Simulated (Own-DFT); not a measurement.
SiC (4H silicon carbide, strained, atoms displaced), GaN (wurtzite, strained, atoms displaced), GaP (zincblende, strained, atoms displaced) (calculated)

All values are calculated (Own-DFT development build). A calculation, not a measurement: plane-wave PBE density functional theory by an unreviewed code, no spin, of a simulated periodic cell, stress positive in tension, free energy of the whole cell less one offset for each atom, forces on such cells passed a denser k mesh, this cell's mesh not checked; offsets are fitted by least squares, one for each functional and potential file, so energies compare only between cells with the same atoms and settings and are not formation energies; the far tail of each file's local potential was reset to the Coulomb form; each entry is a single point on an unrelaxed cell, so the pressure reflects the starting lattice, mostly measured values (interpolated for alloys), from which strain is counted, and rises with the displacements; printed positions are rounded, which can move forces by about a meV/angstrom; the program, named Own-DFT, is a retired in-house code; no spin-orbit coupling.

Common to all runs: functional PBE.

(1) SiC (4H silicon carbide, strained, atoms displaced)

```
SiC
1.0
      9.1540    -0.1670    -0.1669
     -4.7216     8.1240     0.1751
     -0.1817     0.1152     9.9296
Si C Si C Si C Si C Si C Si C Si C Si C Si C Si C Si C Si C Si C Si C Si C Si C Si C Si C
2 2 2 2 2 2 2 2 2 2 2 2 2 2 2 2 2 2 2 2 2 2 2 2 2 2 2 2 2 2 2 2 2 2 2 2
Direct
  0.99094 0.98780 0.40696
  0.11340 0.23342 0.15804
  0.99881 0.99688 0.09765
  0.11115 0.21988 0.34070
  0.99844 0.33278 0.41165
  0.10770 0.55231 0.15607
  0.00522 0.34482 0.08800
  0.10158 0.54841 0.33900
  0.99273 0.66809 0.40361
  0.09845 0.88990 0.16473
  0.00945 0.67602 0.10427
  0.11994 0.89893 0.34485
  0.33698 0.99689 0.40284
  0.44114 0.22873 0.14988
  0.32885 0.99979 0.09723
  0.44348 0.23009 0.34805
  0.32761 0.33369 0.41573
  0.44574 0.55550 0.15073
  0.32890 0.33555 0.09224
  0.45163 0.56161 0.33995
  0.32661 0.66345 0.40746
  0.43695 0.88633 0.16426
  0.32551 0.65919 0.09040
  0.45621 0.90361 0.34574
  0.66269 0.99199 0.41181
  0.78143 0.22381 0.15424
  0.65745 0.99313 0.08803
  0.77799 0.22788 0.34108
  0.66896 0.33419 0.40775
  0.77070 0.55099 0.15616
  0.66818 0.32673 0.09776
  0.76764 0.55018 0.34299
  0.67465 0.67339 0.40633
  0.79250 0.89842 0.14887
  0.66859 0.66533 0.09797
  0.77885 0.88951 0.34464
  0.99496 0.99683 0.90484
  0.89357 0.78396 0.65604
  0.99896 0.99522 0.60039
  0.89257 0.78477 0.84131
  0.99570 0.65903 0.90931
  0.90057 0.44408 0.65807
  0.99470 0.66570 0.59286
  0.89371 0.44941 0.84527
  0.99431 0.32983 0.91392
  0.89669 0.11069 0.65077
  0.99938 0.33607 0.59454
  0.88191 0.09990 0.83795
  0.65994 0.00408 0.90946
  0.55909 0.78432 0.64788
  0.65801 0.99874 0.59014
  0.56137 0.78150 0.83300
  0.67212 0.66786 0.90480
  0.55151 0.44672 0.65934
  0.67813 0.67210 0.58826
  0.55958 0.45166 0.84257
  0.67562 0.34061 0.90901
  0.55276 0.11623 0.65295
  0.67600 0.32988 0.59426
  0.55892 0.11032 0.85058
  0.33867 0.99775 0.90195
  0.21505 0.77234 0.65264
  0.34938 0.00907 0.60027
  0.21860 0.77544 0.85171
  0.33848 0.66499 0.90371
  0.21602 0.44530 0.65525
  0.33210 0.67802 0.58953
  0.22574 0.44772 0.84411
  0.32597 0.32851 0.90227
  0.22262 0.10630 0.66088
  0.33912 0.33357 0.59415
  0.22136 0.11887 0.84334
```

- potential files: PseudoDojo norm-conserving, scalar-relativistic, standard set
- wave cutoff: 42 hartree
- occupations: Fermi-Dirac
- smearing width: 0.1 eV
- hardware: one NVIDIA H100
- k mesh: 4 x 4 x 3 centred on Gamma
- free energy of cell above offsets: -4.371 eV
- pressure: 10.22 GPa
- stress xx: -11.64 GPa
- stress yy: -3.77 GPa
- stress zz: -15.26 GPa
- stress yz: 3.15 GPa
- stress xz: -7.11 GPa
- stress xy: -8.52 GPa
- wall time: 355.7 s

Force:
```csv
element,x (eV/Å),y (eV/Å),z (eV/Å)
Si,1.769,2.764,0.474
Si,0.191,-1.398,-0.517
C,0.598,3.165,-1.979
C,-1.481,-0.136,2.126
Si,0.157,-0.438,-2.199
Si,-0.018,1.352,-0.229
C,-0.31,-2.074,2.399
C,0.166,1.095,1.768
Si,1.055,-0.535,-0.424
Si,3.443,0.011,-1.807
C,-1.833,-1.711,-1.443
C,-1.847,-2.152,1.423
Si,0.217,2.945,1.244
Si,0.76,-1.656,1.917
C,-0.416,0.328,-0.457
C,-0.027,-1.053,-0.639
Si,1.775,0.646,-3.082
Si,-0.841,0.296,1.041
C,0.611,0.264,-0.885
C,-1.696,-0.642,1.301
Si,1.031,0.566,-1.849
Si,0.316,-0.076,-2.214
C,1.013,1.246,0.858
C,-2.058,-3.322,-0.2
Si,1.684,2.686,-1.61
Si,-0.162,-1.304,0.583
C,1.299,0.882,2.378
C,0.542,-1.402,0.832
Si,-0.489,-0.478,-0.373
Si,1.612,0.052,0.346
C,-1.233,1.78,-1.192
C,0.515,1.26,0.325
Si,-0.626,-1.639,-1.102
Si,-4.394,-2.546,1.818
C,-0.074,1.056,-1.704
C,-1.071,-0.021,-1.036
Si,0.772,0.565,0.401
Si,0.372,-1.885,0.724
C,0.284,1.562,-2.157
C,0.98,-1.459,0.912
Si,-0.022,2.501,0.858
Si,-2.516,0.436,0.012
C,0.194,0.093,-0.277
C,0.442,-0.967,0.012
Si,1.303,-0.125,-3.838
Si,-2.083,-0.486,0.82
C,0.726,-1.189,-0.02
C,-0.448,2.128,1.567
Si,2.399,-2.059,-2.051
Si,0.557,-1.005,0.672
C,1.576,1.445,1.11
C,-0.462,-0.21,2.062
Si,-1.174,0.656,0.022
Si,2.864,0.851,-1.088
C,-2.165,-0.657,1.17
C,0.166,-1.126,1.187
Si,-1.374,-1.307,-0.455
Si,4.453,0.853,2.306
C,-1.336,1.476,0.553
C,-1.253,2.285,-1.969
Si,-1.96,0.019,1.833
Si,0.851,2.027,1.617
C,-5.245,-3.453,-2.064
C,0.766,-0.092,-1.932
Si,-0.572,0.745,-0.253
Si,2.408,1.088,0.49
C,0.507,-2.123,0.629
C,-1.11,-0.739,-0.284
Si,0.787,1.703,0.537
Si,0.799,1.035,-0.986
C,-2.635,-0.495,1.399
C,0.971,-1.901,0.587
```

(2) GaN (wurtzite, strained, atoms displaced)

```
GaN
1.0
     12.7560     0.0000     0.0000
     -4.7835     8.2853     0.0000
      0.0000     0.0000    10.6292
Ga N Ga N Ga N Ga N Ga N Ga N Ga N Ga N Ga N Ga N Ga N Ga N Ga N Ga N Ga N Ga N Ga N Ga N Ga N Ga N Ga N Ga N Ga N Ga N
2 2 2 2 2 2 2 2 2 2 2 2 2 2 2 2 2 2 2 2 2 2 2 2 2 2 2 2 2 2 2 2 2 2 2 2 2 2 2 2 2 2 2 2 2 2 2 2
Direct
  0.07700 0.21553 0.99836
  0.16749 0.11041 0.25620
  0.08179 0.22004 0.19206
  0.16545 0.11547 0.44379
  0.08681 0.23399 0.49806
  0.16646 0.11248 0.75201
  0.08521 0.22774 0.68642
  0.17041 0.11715 0.93882
  0.07984 0.55675 0.99480
  0.16634 0.44035 0.25071
  0.07912 0.55092 0.18897
  0.16838 0.44514 0.44358
  0.08252 0.55818 0.48869
  0.17099 0.44691 0.75324
  0.08117 0.56085 0.68091
  0.17340 0.45484 0.92352
  0.09242 0.90026 0.99376
  0.16433 0.78382 0.25175
  0.08497 0.89655 0.18543
  0.16742 0.77996 0.44102
  0.08147 0.89079 0.50529
  0.16921 0.77615 0.75366
  0.08469 0.89066 0.68230
  0.17150 0.77664 0.93651
  0.33937 0.22494 0.00374
  0.41930 0.12033 0.25093
  0.33894 0.22606 0.19215
  0.41926 0.10720 0.43912
  0.33506 0.22717 0.50484
  0.41286 0.11680 0.76061
  0.33107 0.21812 0.69016
  0.41705 0.11636 0.93412
  0.34199 0.56740 0.99314
  0.41931 0.44987 0.25066
  0.33648 0.56022 0.18842
  0.41597 0.44638 0.43906
  0.32988 0.54795 0.49737
  0.41537 0.44147 0.75136
  0.33972 0.56388 0.68171
  0.41818 0.43216 0.94601
  0.33351 0.89123 0.00025
  0.41617 0.78002 0.25040
  0.34354 0.90265 0.18840
  0.42529 0.78213 0.43845
  0.33444 0.88566 0.50221
  0.40939 0.77307 0.74720
  0.33889 0.90067 0.69207
  0.41488 0.77638 0.94680
  0.58370 0.21500 0.99901
  0.66669 0.10545 0.25537
  0.58708 0.21848 0.18609
  0.66833 0.11549 0.43801
  0.58500 0.22620 0.50052
  0.66083 0.10940 0.75347
  0.57871 0.22324 0.69360
  0.67025 0.11549 0.93863
  0.58434 0.55507 0.99512
  0.66540 0.44188 0.24149
  0.58162 0.55440 0.18430
  0.67097 0.45097 0.44268
  0.58698 0.56907 0.50139
  0.66106 0.44000 0.74389
  0.58773 0.56215 0.69472
  0.67420 0.44732 0.93347
  0.58296 0.89428 0.99546
  0.68027 0.78411 0.25469
  0.58713 0.88752 0.19037
  0.66721 0.76964 0.45012
  0.58762 0.89107 0.49643
  0.66748 0.78292 0.74539
  0.58739 0.89089 0.69018
  0.66966 0.78777 0.93204
  0.84697 0.23053 0.00168
  0.91580 0.11055 0.24270
  0.82278 0.21317 0.18548
  0.90577 0.09541 0.43007
  0.82856 0.21059 0.50512
  0.91340 0.11166 0.75137
  0.82689 0.21432 0.69271
  0.91539 0.10837 0.93278
  0.82955 0.55101 0.99804
  0.91974 0.44142 0.24385
  0.83063 0.56102 0.19586
  0.91821 0.43792 0.43294
  0.82800 0.56413 0.49985
  0.91196 0.43325 0.75113
  0.83304 0.54997 0.68871
  0.90559 0.44423 0.94302
  0.83014 0.88925 0.00144
  0.91323 0.77657 0.25294
  0.84391 0.89919 0.19212
  0.92403 0.78825 0.43709
  0.83734 0.89658 0.49642
  0.92299 0.76929 0.75178
  0.83527 0.88878 0.68392
  0.91805 0.78614 0.94031
```

* potential files: PseudoDojo norm-conserving, scalar-relativistic, standard set with the stringent files for Ga
* wave cutoff: 96 hartree
* occupations: Gaussian
* smearing width: 0.01 eV
* k mesh: 3 x 4 x 3 centred on Gamma
* free energy of cell above offsets: -5.611 eV
* pressure: 2.28 GPa
* stress xx: -3.86 GPa
* stress yy: -6.32 GPa
* stress zz: 3.32 GPa
* stress yz: 0.06 GPa
* stress xz: -0.35 GPa
* stress xy: -0.08 GPa

Force:
```csv
element,x (eV/Å),y (eV/Å),z (eV/Å)
Ga,1.153,1.23,0.203
Ga,0.206,0.375,-0.028
N,0.318,0.367,-1.052
N,0.553,-0.011,-0.51
Ga,-0.685,-2.241,0.764
Ga,-0.571,-0.151,-0.447
N,-0.255,-0.334,0.155
N,0.089,0.369,-0.29
Ga,0.55,-0.274,0.533
Ga,0.174,0.803,-0.129
N,1.303,1.065,-0.967
N,-0.614,0.749,-1.711
Ga,-0.44,-0.375,1.4
Ga,-0.82,0.269,-2.798
N,0.609,-0.779,0.787
N,-0.505,-0.811,3.36
Ga,-0.832,-1.295,1.006
Ga,0.858,-0.016,-0.166
N,0.137,-0.658,-0.091
N,0.066,0.491,-0.792
Ga,0.802,0.404,-0.732
Ga,-0.308,0.205,-1.269
N,0.511,0.053,1.849
N,-1.074,0.425,0.184
Ga,-0.903,-1.084,1.042
Ga,1.145,-0.513,0.733
N,-1.304,0.135,-0.465
N,-0.833,0.785,0.005
Ga,0.5,-0.807,-0.518
Ga,0.981,-0.303,-1.851
N,-0.413,0.949,-0.187
N,0.556,-0.847,1.75
Ga,-0.129,-2.808,1.574
Ga,-0.107,-0.042,0.106
N,-0.676,-0.563,-0.394
N,0.845,-0.128,-0.153
Ga,0.617,1.748,0.284
Ga,0.359,0.536,0.114
N,-0.215,-1.488,0.683
N,-1.155,2.527,-1.737
Ga,0.38,0.348,0.754
Ga,0.738,0.332,0.163
N,-1.216,-1.217,-0.334
N,-1.273,-0.986,-0.127
Ga,0.203,0.472,0.061
Ga,1.173,1.576,0.409
N,-0.321,-1.111,-0.265
N,0.125,1.802,-1.922
Ga,-0.091,1.249,0.267
Ga,-0.841,-0.065,-0.425
N,-0.658,0.252,0.059
N,-0.145,-0.544,0.323
Ga,-0.221,-0.057,0.452
Ga,0.004,-0.049,0.064
N,0.253,-0.686,-0.903
N,0.431,-0.23,-0.239
Ga,0.777,0.653,0.204
Ga,-0.242,-0.127,1.078
N,0.73,0.819,0.238
N,-1.634,-0.797,-0.999
Ga,0.048,-3.902,1.265
Ga,1.021,1.008,0.966
N,-1.041,-0.86,-0.891
N,-1.927,-0.94,0.092
Ga,0.895,-0.082,1.026
Ga,-1.736,-0.909,-0.281
N,0.108,-0.342,-0.155
N,-0.007,3.457,-2.484
Ga,-0.181,0.176,1.029
Ga,1.116,0.145,0.569
N,-1.615,0.031,-0.681
N,-0.27,-1.02,0.663
Ga,-2.142,-1.255,0.236
Ga,-0.599,1.254,1.433
N,1.991,1.207,-0.475
N,0.495,3.344,-0.121
Ga,0.474,1.391,-0.602
Ga,1.036,-0.793,-0.978
N,0.104,0.333,-0.565
N,0.128,0.503,0.83
Ga,-0.755,2.22,1.418
Ga,-1.945,-0.578,1.328
N,1.165,-0.682,-1.41
N,-0.914,-0.025,0.233
Ga,2.529,-0.147,0.261
Ga,0.067,1.185,-0.525
N,-0.264,0.065,-0.306
N,3.081,-0.145,-1.168
Ga,0.39,-0.306,-0.082
Ga,1.395,0.569,-0.064
N,-0.827,-1.609,-1.366
N,-0.803,-1.07,-0.123
Ga,0.531,-1.931,1.739
Ga,-1.656,0.71,-0.032
N,0.473,0.085,0.37
N,0.972,-0.683,-0.252
```

(3) GaP (zincblende, strained, atoms displaced)

```
GaP
1.0
     10.8620     0.0000     0.0000
      0.0000    10.8620     0.0000
      0.0000     0.0000    10.9439
Ga P Ga P Ga P Ga P Ga P Ga P Ga P Ga P
4 4 4 4 4 4 4 4 4 4 4 4 4 4 4 4
Direct
  0.01474 0.00265 0.00118
  0.00369 0.23725 0.25216
  0.24585 0.00233 0.25558
  0.25210 0.25626 0.99093
  0.12575 0.11845 0.10166
  0.11764 0.39055 0.37617
  0.37045 0.12569 0.37417
  0.36433 0.37438 0.11739
  0.00903 0.00395 0.49819
  0.00225 0.26193 0.75119
  0.24321 0.01306 0.75747
  0.25080 0.25266 0.49838
  0.11347 0.13330 0.64110
  0.12477 0.36975 0.87313
  0.36042 0.12387 0.86800
  0.36491 0.37321 0.62812
  0.99961 0.49619 0.00461
  0.99969 0.74592 0.24743
  0.25480 0.49900 0.25228
  0.23417 0.74976 0.99947
  0.12728 0.62690 0.12231
  0.12709 0.88018 0.37699
  0.37222 0.63163 0.37142
  0.36811 0.87820 0.11853
  0.98794 0.49446 0.49903
  0.99878 0.76201 0.73066
  0.24561 0.48646 0.75720
  0.25196 0.74709 0.50209
  0.12554 0.61003 0.63878
  0.12883 0.87962 0.88529
  0.36940 0.62774 0.86865
  0.36260 0.89006 0.63160
  0.50963 0.00406 0.99634
  0.48926 0.24886 0.24606
  0.75709 0.00908 0.24739
  0.75656 0.24794 0.00861
  0.62550 0.11840 0.12157
  0.62467 0.36348 0.35709
  0.86894 0.12403 0.37448
  0.87756 0.37129 0.12094
  0.50439 0.00359 0.51442
  0.50122 0.23961 0.74559
  0.74140 0.99285 0.75036
  0.74221 0.26608 0.48163
  0.62327 0.12785 0.63876
  0.61935 0.38592 0.87293
  0.85866 0.12067 0.87680
  0.86812 0.37746 0.60499
  0.50447 0.50000 0.00037
  0.48501 0.75643 0.25364
  0.75584 0.49651 0.25417
  0.75431 0.75184 0.98964
  0.62749 0.63612 0.12160
  0.63356 0.88280 0.37418
  0.87945 0.61979 0.38013
  0.88222 0.88287 0.12310
  0.50099 0.48122 0.49799
  0.51284 0.75307 0.74801
  0.74695 0.50408 0.75227
  0.74924 0.74547 0.48736
  0.62059 0.62051 0.62814
  0.61607 0.86653 0.87188
  0.86530 0.62143 0.87863
  0.88524 0.87061 0.61457
```

* potential files: PseudoDojo norm-conserving, scalar-relativistic, standard set
* wave cutoff: 42 hartree
* occupations: Fermi-Dirac
* smearing width: 0.1 eV
* hardware: one NVIDIA H100
* k mesh: 3 x 3 x 3 centred on Gamma
* free energy of cell above offsets: -28.776 eV
* pressure: 4.52 GPa
* stress xx: -4.63 GPa
* stress yy: -4.81 GPa
* stress zz: -4.11 GPa
* stress yz: -1.02 GPa
* stress xz: -0.33 GPa
* stress xy: -0.37 GPa
* wall time: 562.1 s

Force:
```csv
element,x (eV/Å),y (eV/Å),z (eV/Å)
Ga,-3.57,-1.354,-1.768
Ga,0.334,0.803,-0.726
Ga,0.271,0.004,-1.501
Ga,-0.376,-1.062,0.287
P,2.127,2.81,3.836
P,0.816,-2.032,-0.633
P,0.556,-0.05,0.591
P,1.295,0.476,0.67
Ga,-0.654,0.526,0.475
Ga,-2.686,-0.563,-0.095
Ga,-1.323,-1.705,-0.932
Ga,-1.149,0.015,0.103
P,1.021,-0.642,-2.176
P,-0.841,0.92,1.154
P,3.094,1.227,1.663
P,1.357,-0.611,-0.383
Ga,0.095,0.598,-0.681
Ga,-0.066,0.583,0.216
Ga,-0.645,0.452,-0.363
Ga,2.116,-0.242,-0.282
P,-0.594,-1.079,0.851
P,-0.288,-1.164,-0.151
P,0.467,-1.431,1.014
P,0.257,0.235,0.32
Ga,1.869,1.363,0.592
Ga,1.521,-1.938,2.877
Ga,0.958,1.365,0.046
Ga,-0.577,0.188,0.927
P,-0.647,1.14,-1.659
P,-0.952,-0.312,-2.581
P,0.303,-0.143,0.621
P,0.983,-1.335,-0.345
Ga,-1.835,-0.623,-0.448
Ga,-0.233,-0.761,-1.006
Ga,-0.449,-1.221,-0.473
Ga,-1.394,0.307,-1.088
P,-0.127,1.346,0.725
P,-1.447,1.758,-0.163
P,0.962,0.548,0.882
P,0.359,-0.02,1.456
Ga,-0.385,-0.22,-0.905
Ga,-1.575,1.983,1.632
Ga,0.925,-0.409,-0.158
Ga,0.828,-2.398,1.824
P,1.644,-0.279,-2.49
P,0.525,-2.21,-0.067
P,1.889,0.156,-0.36
P,-0.752,-0.702,2.853
Ga,-0.905,1.208,0.201
Ga,1.591,0.692,-0.983
Ga,-0.213,0.8,-1.279
Ga,-0.294,0.708,1.309
P,-0.308,-0.661,1.084
P,-1.249,-0.114,-0.015
P,-0.446,0.703,-1.273
P,-0.427,-0.695,-0.156
Ga,-0.338,1.16,-0.022
Ga,-2.953,-0.855,-1.049
Ga,0.21,-0.532,-0.619
Ga,-0.245,0.07,1.129
P,0.433,0.108,-1.619
P,1.536,1.386,1.034
P,2.109,0.155,-0.982
P,-2.508,1.568,-0.941
```
